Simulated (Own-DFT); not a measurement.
# What a defect does to the pressure of its cell: D0_22 TiAl3

Source: density functional calculations with Own-DFT, an unreviewed in-house program that is no longer used. Nothing was measured or relaxed, and spin and spin-orbit coupling are left out.

Common settings: PBE; PseudoDojo norm-conserving scalar-relativistic files; cutoff 42 hartree; 4 x 4 x 4 k mesh centred on Gamma; cold (Marzari-Vanderbilt) smearing of 0.2 eV.

Limits: forces on such cells failed a check on a denser k mesh; stress not checked against mesh or cutoff.

All runs share one cell, with vectors in Å (-2.365, -6.981, 4.326); (-7.667, 3.491, 1.442); (-2.950, -3.488, -7.241) and a volume of 625.4 Å³. u is the rms random offset of the atoms per axis. The defect's site can differ from row to row.

| cell | formula | u (Å) | P (GPa) |
|---|---|---|---|
| no defect | Al30Ti10 | 0.0195 | 1.97 |
| no defect | Al30Ti10 | 0.0198 | 1.97 |
| no defect | Al30Ti10 | 0.0496 | 2.51 |
| two Ti on an Al site each | Al28Ti12 | 0.0277 | 3.33 |
| two Ti on an Al site each | Al28Ti12 | 0.0281 | 3.26 |
| two Ti on an Al site each | Al28Ti12 | 0.0469 | 3.79 |
| two Al on a Ti site each | Al32Ti8 | 0.0279 | 2.88 |
| two Al on a Ti site each | Al32Ti8 | 0.0463 | 3.32 |
| two Al on a Ti site each | Al32Ti8 | 0.0553 | 3.50 |
| two Al vacancies | Al28Ti10 | 0.0280 | 1.10 |
| two Al vacancies | Al28Ti10 | 0.0289 | 1.22 |
| two Al vacancies | Al28Ti10 | 0.0458 | ? |
| two Al vacancies | Al28Ti10 | 0.0545 | 1.58 |

## Working it out

P = P0 + c u² + a shift for each defect gives P0 = 1.87 GPa, c = 258 ± 23 GPa/Å² and a scatter of 0.07 GPa. The shifts, and each times the cell's volume:

- two Ti on an Al site each: 1.27 ± 0.06 GPa, 4.9 eV (2.5 eV for each of its 2 sites)
- two Al on a Ti site each: 0.85 ± 0.06 GPa, 3.3 eV (1.7 eV for each of its 2 sites)
- two Al vacancies: -0.96 ± 0.06 GPa, -3.8 eV (-1.9 eV for each of its 2 sites)

Against the defect-free cell, a freed cell would be larger where the shift is positive and smaller where it is negative (160.2 GPa Å³ is 1 eV). The atoms around the defects weren't relaxed, which would change these numbers.

## The run left out

Question: what pressure belongs in the blank (two Al vacancies, u = 0.0458 Å)?

The fit gives 1.45 ± 0.08 GPa. The run itself gave 1.66 GPa.
